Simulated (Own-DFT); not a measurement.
Simulation results for Si₃N₄ (beta silicon nitride, atoms displaced)

A calculation, not a measurement: plane-wave PBE density functional theory by an unreviewed code, no spin, of a simulated periodic cell, stress positive in tension, free energy of the whole cell less one offset for each atom, forces on such cells passed a denser k mesh, this cell's mesh not checked; offsets are fitted by least squares, one for each functional and potential file, so energies compare only between cells with the same atoms and settings and are not formation energies; the far tail of each file's local potential was reset to the Coulomb form; each entry is a single point on an unrelaxed cell, so the pressure reflects the starting lattice, mostly measured values (interpolated for alloys), from which strain is counted, and rises with the displacements; printed positions are rounded, which can move forces by about a meV/angstrom; the program, named Own-DFT, is a retired in-house code; no spin-orbit coupling. Program: Own-DFT development build.

Settings shared by all entries: functional PBE; potential files PseudoDojo norm-conserving, scalar-relativistic, standard set; wave cutoff 42 hartree; occupations Fermi-Dirac; smearing width 0.1 eV; k mesh 3 x 3 x 3 centred on Gamma.

```yaml
- entry: 1
  formula: Si3N4
  kind: "beta silicon nitride, atoms displaced"
  structure:
    cell_angstrom: [[7.606, 0.0, 0.0], [-3.803, 6.587, 0.0], [0.0, 0.0, 8.727]]
    atoms_fractional:
      - [Si, 0.20155, 0.77715, 0.08061]
      - [Si, 0.23912, 0.41851, 0.09042]
      - [Si, 0.59267, 0.81504, 0.07083]
      - [Si, 0.84317, 0.23776, 0.23678]
      - [Si, 0.75676, 0.62394, 0.24203]
      - [Si, 0.40356, 0.17538, 0.23643]
      - ["N", 0.34455, 0.0337, 0.07156]
      - ["N", 0.01124, 0.31319, 0.09504]
      - ["N", 0.70005, 0.66801, 0.06124]
      - ["N", 0.65821, 0.96469, 0.24004]
      - ["N", 0.04296, 0.71942, 0.26041]
      - ["N", 0.27258, 0.3359, 0.25011]
      - ["N", 0.32808, 0.65458, 0.07159]
      - ["N", 0.66641, 0.31126, 0.24781]
      - [Si, 0.19127, 0.78017, 0.41884]
      - [Si, 0.20845, 0.39794, 0.41358]
      - [Si, 0.61757, 0.83199, 0.42167]
      - [Si, 0.83687, 0.21878, 0.58814]
      - [Si, 0.75986, 0.59258, 0.59794]
      - [Si, 0.4082, 0.18174, 0.58224]
      - ["N", 0.29686, 0.01052, 0.41727]
      - ["N", 0.96225, 0.2882, 0.40293]
      - ["N", 0.70178, 0.66898, 0.43673]
      - ["N", 0.65989, 0.97398, 0.59292]
      - ["N", 0.06508, 0.73056, 0.56292]
      - ["N", 0.29586, 0.33029, 0.58925]
      - ["N", 0.3367, 0.64, 0.42826]
      - ["N", 0.66083, 0.32432, 0.58962]
      - [Si, 0.16217, 0.76744, 0.75133]
      - [Si, 0.23517, 0.39841, 0.75365]
      - [Si, 0.59265, 0.8189, 0.76109]
      - [Si, 0.82758, 0.26905, 0.90689]
      - [Si, 0.76034, 0.5927, 0.90849]
      - [Si, 0.42128, 0.18406, 0.90037]
      - ["N", 0.32376, 0.01378, 0.74632]
      - ["N", 0.94774, 0.30358, 0.75695]
      - ["N", 0.69822, 0.67627, 0.74394]
      - ["N", 0.64813, 0.95687, 0.90748]
      - ["N", 0.04842, 0.70131, 0.90175]
      - ["N", 0.30232, 0.3223, 0.92773]
      - ["N", 0.33572, 0.66882, 0.75374]
      - ["N", 0.65998, 0.33354, 0.92865]
  results:
    "free_energy_of_cell_above_offsets [eV]": "9.690"
    "pressure [GPa]": 16.53
    "stress_xx [GPa]": -14.49
    "stress_yy [GPa]": -16.01
    "stress_zz [GPa]": -19.07
    "stress_yz [GPa]": -0.81
    "stress_xz [GPa]": 5.13
    "stress_xy [GPa]": -0.23
    force_element: [Si, Si, Si, Si, Si, Si, "N", "N", "N", "N", "N", "N", "N", "N", Si, Si, Si, Si, Si, Si, "N", "N", "N", "N", "N", "N", "N", "N", Si, Si, Si, Si, Si, Si, "N", "N", "N", "N", "N", "N", "N", "N"]
    "force_x [eV/angstrom]": [-4.398, 6.372, -2.741, -2.522, 6.129, -0.568, -0.378, -11.9, -1.076, 1.94, -1.914, 7.58, 2.25, -2.74, 4.57, 3.198, -4.834, -3.629, 5.504, -0.898, 1.775, -1.28, 0.456, 1.493, -7.689, -0.162, -1.29, 1.624, 5.7, -1.787, -3.728, 3.07, 3.945, -3.615, 0.313, 6.451, 1.373, 1.02, -6.691, -0.553, -0.412, 0.046]
    "force_y [eV/angstrom]": [-0.214, -0.437, 2.556, -2.04, -2.808, -0.629, 0.175, -4.917, 0.921, -1.098, -1.525, -3.241, 4.617, 3.602, -6.518, -0.223, -0.464, 1.327, -2.0, -3.963, 12.49, -1.113, 0.192, -1.962, -5.471, -1.233, 7.102, 2.457, 0.772, 2.449, 0.135, -4.826, 0.332, -5.07, 5.58, 2.116, -0.858, 5.271, -3.867, 0.983, -2.57, 3.964]
    "force_z [eV/angstrom]": [0.86, -3.124, 0.836, 0.123, 3.24, 2.597, -0.284, -3.856, 3.783, 0.676, -4.913, 1.327, 0.289, -0.417, -5.253, 2.068, -0.015, -2.854, -4.907, -0.913, -1.38, 4.834, -4.179, -1.264, 11.06, -1.446, -0.885, 0.286, -8.563, 1.857, -5.036, 6.389, -1.748, 1.388, 0.065, -4.25, 3.504, 4.563, 8.372, -2.272, -0.039, -0.518]
- entry: 2
  formula: Si3N4
  kind: "beta silicon nitride, atoms displaced"
  structure:
    cell_angstrom: [[7.606, 0.0, 0.0], [-3.803, 6.587, 0.0], [0.0, 0.0, 8.727]]
    atoms_fractional:
      - [Si, 0.1762, 0.78872, 0.08632]
      - [Si, 0.24306, 0.42101, 0.09001]
      - [Si, 0.57048, 0.80925, 0.06168]
      - [Si, 0.83692, 0.23402, 0.243]
      - [Si, 0.78539, 0.58707, 0.26974]
      - [Si, 0.40219, 0.17878, 0.25926]
      - ["N", 0.30958, 0.01805, 0.06745]
      - ["N", 0.97549, 0.2992, 0.08828]
      - ["N", 0.71074, 0.67178, 0.08531]
      - ["N", 0.66362, 0.97128, 0.25761]
      - ["N", 0.03696, 0.69346, 0.24571]
      - ["N", 0.26919, 0.31266, 0.26309]
      - ["N", 0.33158, 0.65676, 0.08175]
      - ["N", 0.67485, 0.34825, 0.25048]
      - [Si, 0.19789, 0.76223, 0.42529]
      - [Si, 0.23411, 0.40967, 0.43098]
      - [Si, 0.60053, 0.81668, 0.42662]
      - [Si, 0.81252, 0.2095, 0.58272]
      - [Si, 0.75924, 0.58667, 0.5854]
      - [Si, 0.42711, 0.17922, 0.58594]
      - ["N", 0.32229, 0.05725, 0.42165]
      - ["N", 0.94467, 0.28867, 0.39928]
      - ["N", 0.70489, 0.68025, 0.42011]
      - ["N", 0.66051, 0.97041, 0.62118]
      - ["N", 0.01996, 0.71265, 0.56693]
      - ["N", 0.29062, 0.32558, 0.58058]
      - ["N", 0.34927, 0.65928, 0.40319]
      - ["N", 0.67068, 0.33194, 0.58955]
      - [Si, 0.18302, 0.78227, 0.75348]
      - [Si, 0.23591, 0.40317, 0.73913]
      - [Si, 0.59147, 0.82707, 0.76245]
      - [Si, 0.85, 0.2485, 0.91113]
      - [Si, 0.79069, 0.59192, 0.89922]
      - [Si, 0.42255, 0.17934, 0.93491]
      - ["N", 0.31945, 0.02487, 0.74422]
      - ["N", 0.98291, 0.32119, 0.75459]
      - ["N", 0.71712, 0.65661, 0.76396]
      - ["N", 0.65893, 0.96979, 0.91621]
      - ["N", 0.04163, 0.72071, 0.92575]
      - ["N", 0.31915, 0.33076, 0.91712]
      - ["N", 0.35327, 0.67006, 0.72021]
      - ["N", 0.68866, 0.35092, 0.92111]
  results:
    "free_energy_of_cell_above_offsets [eV]": "7.192"
    "pressure [GPa]": 15.14
    "stress_xx [GPa]": -8.03
    "stress_yy [GPa]": -22.92
    "stress_zz [GPa]": -14.45
    "stress_yz [GPa]": 6.16
    "stress_xz [GPa]": -1.52
    "stress_xy [GPa]": -3.35
    force_element: [Si, Si, Si, Si, Si, Si, "N", "N", "N", "N", "N", "N", "N", "N", Si, Si, Si, Si, Si, Si, "N", "N", "N", "N", "N", "N", "N", "N", Si, Si, Si, Si, Si, Si, "N", "N", "N", "N", "N", "N", "N", "N"]
    "force_x [eV/angstrom]": [0.711, 1.325, 6.635, -5.213, -3.412, 0.324, 1.705, 1.215, -0.668, -0.55, 2.111, 1.984, -4.56, -0.441, -4.099, -2.51, -2.127, 1.286, 1.135, -4.318, 1.953, 5.06, 3.262, 1.089, 3.132, 3.179, -2.022, 1.329, -0.464, 1.009, 3.068, -2.306, 0.635, 0.317, 1.371, 0.33, -7.372, 0.169, 1.703, -3.0, -3.839, 0.863]
    "force_y [eV/angstrom]": [-7.876, -6.329, 1.271, -3.612, 4.924, 2.068, 6.586, 0.678, 0.205, -0.82, 1.276, 0.493, 4.052, -5.985, 1.861, -2.634, 4.601, 4.41, 1.509, -1.61, -5.405, 2.667, -2.899, 1.063, -0.107, -1.548, 1.364, 0.681, -3.622, 1.13, -3.854, -1.89, 1.135, 2.54, 4.581, -0.683, 4.264, 2.956, -0.847, 1.559, -2.087, -6.068]
    "force_z [eV/angstrom]": [1.016, -0.475, 5.989, -2.83, -4.488, -2.561, 5.414, -3.658, -0.6, -0.846, 2.92, -1.862, -0.643, -0.151, -2.199, -4.695, -1.984, -0.857, 0.277, 0.966, 0.66, 10.2, 1.488, -8.127, 2.64, 1.516, 1.17, -0.133, -1.466, 4.428, 2.199, 3.882, 11.21, -5.847, 1.259, -3.54, -9.078, 0.41, -3.444, -0.055, 1.794, 0.106]
- entry: 3
  formula: Si3N4
  kind: "beta silicon nitride, atoms displaced"
  structure:
    cell_angstrom: [[7.606, 0.0, 0.0], [-3.803, 6.587, 0.0], [0.0, 0.0, 8.727]]
    atoms_fractional:
      - [Si, 0.15756, 0.77633, 0.07259]
      - [Si, 0.21088, 0.38945, 0.06368]
      - [Si, 0.57008, 0.82982, 0.07652]
      - [Si, 0.83952, 0.2314, 0.26675]
      - [Si, 0.77212, 0.59417, 0.2584]
      - [Si, 0.41324, 0.18075, 0.23655]
      - ["N", 0.34394, 0.0443, 0.08655]
      - ["N", 0.97837, 0.2966, 0.08909]
      - ["N", 0.72085, 0.67691, 0.1071]
      - ["N", 0.66253, 0.96132, 0.26209]
      - ["N", 0.00514, 0.67914, 0.25345]
      - ["N", 0.31711, 0.34182, 0.26569]
      - ["N", 0.32617, 0.66073, 0.07818]
      - ["N", 0.69844, 0.33015, 0.25005]
      - [Si, 0.16973, 0.76158, 0.42602]
      - [Si, 0.21852, 0.39226, 0.41588]
      - [Si, 0.58132, 0.80853, 0.42138]
      - [Si, 0.83305, 0.23381, 0.58318]
      - [Si, 0.78208, 0.60093, 0.59209]
      - [Si, 0.38907, 0.18626, 0.5971]
      - ["N", 0.34132, 0.05253, 0.40686]
      - ["N", 0.97833, 0.30862, 0.41062]
      - ["N", 0.70251, 0.65887, 0.40967]
      - ["N", 0.63212, 0.95042, 0.58208]
      - ["N", 0.02452, 0.68952, 0.58824]
      - ["N", 0.29081, 0.32869, 0.58202]
      - ["N", 0.32211, 0.65666, 0.41463]
      - ["N", 0.63568, 0.30366, 0.58483]
      - [Si, 0.16158, 0.73941, 0.73087]
      - [Si, 0.23976, 0.41902, 0.74451]
      - [Si, 0.61228, 0.82051, 0.75764]
      - [Si, 0.82678, 0.24676, 0.91381]
      - [Si, 0.78145, 0.6083, 0.94181]
      - [Si, 0.40281, 0.16944, 0.91581]
      - ["N", 0.33203, 0.00625, 0.75407]
      - ["N", 0.96127, 0.27302, 0.74276]
      - ["N", 0.72345, 0.69473, 0.76145]
      - ["N", 0.6829, 0.98013, 0.9244]
      - ["N", 0.03725, 0.69888, 0.9214]
      - ["N", 0.27279, 0.33387, 0.90898]
      - ["N", 0.30768, 0.65133, 0.75162]
      - ["N", 0.67997, 0.34315, 0.90291]
  results:
    "free_energy_of_cell_above_offsets [eV]": "7.324"
    "pressure [GPa]": 15.06
    "stress_xx [GPa]": -23.91
    "stress_yy [GPa]": -5.2
    "stress_zz [GPa]": -16.08
    "stress_yz [GPa]": -2.84
    "stress_xz [GPa]": -2.97
    "stress_xy [GPa]": -0.1
    force_element: [Si, Si, Si, Si, Si, Si, "N", "N", "N", "N", "N", "N", "N", "N", Si, Si, Si, Si, Si, Si, "N", "N", "N", "N", "N", "N", "N", "N", Si, Si, Si, Si, Si, Si, "N", "N", "N", "N", "N", "N", "N", "N"]
    "force_x [eV/angstrom]": [4.773, 2.651, 3.295, -1.625, -0.92, 1.897, -1.059, -5.24, -4.481, 0.229, 8.776, -0.05, -2.082, -7.273, 0.558, 3.114, 0.418, -4.354, -5.276, 3.518, -1.334, -0.576, -2.425, 2.551, -0.986, -1.992, -0.101, 4.805, 0.258, -1.975, -6.829, 3.562, -0.214, 0.352, -2.021, 1.108, 4.365, -0.572, -2.927, 7.287, 5.608, -4.818]
    "force_y [eV/angstrom]": [0.221, 5.23, 0.435, -4.491, -5.497, 3.345, -3.559, -2.604, 1.768, 0.802, 5.121, -0.645, -0.055, 1.253, 3.173, 3.119, 0.225, -3.193, -3.887, -5.905, -4.388, -0.637, 1.612, 1.454, -0.548, 1.737, -0.766, 5.976, 5.492, -4.466, 4.544, -2.437, -1.222, 0.824, 2.137, 2.084, -3.778, -0.972, -1.687, -3.589, 2.62, 1.153]
    "force_z [eV/angstrom]": [7.794, 7.487, 4.466, -6.733, -0.083, 6.657, -4.135, -0.415, -5.607, -1.92, -0.144, -5.132, -0.402, -0.773, -5.136, -0.603, -1.391, -1.627, -1.804, -3.005, 3.111, 6.393, 6.905, 1.832, -4.013, 1.379, 0.721, 0.625, 8.149, -1.027, -1.211, 1.376, -2.042, -1.951, -0.29, 1.574, 0.199, -1.705, -5.887, -2.802, 0.127, 1.041]
```
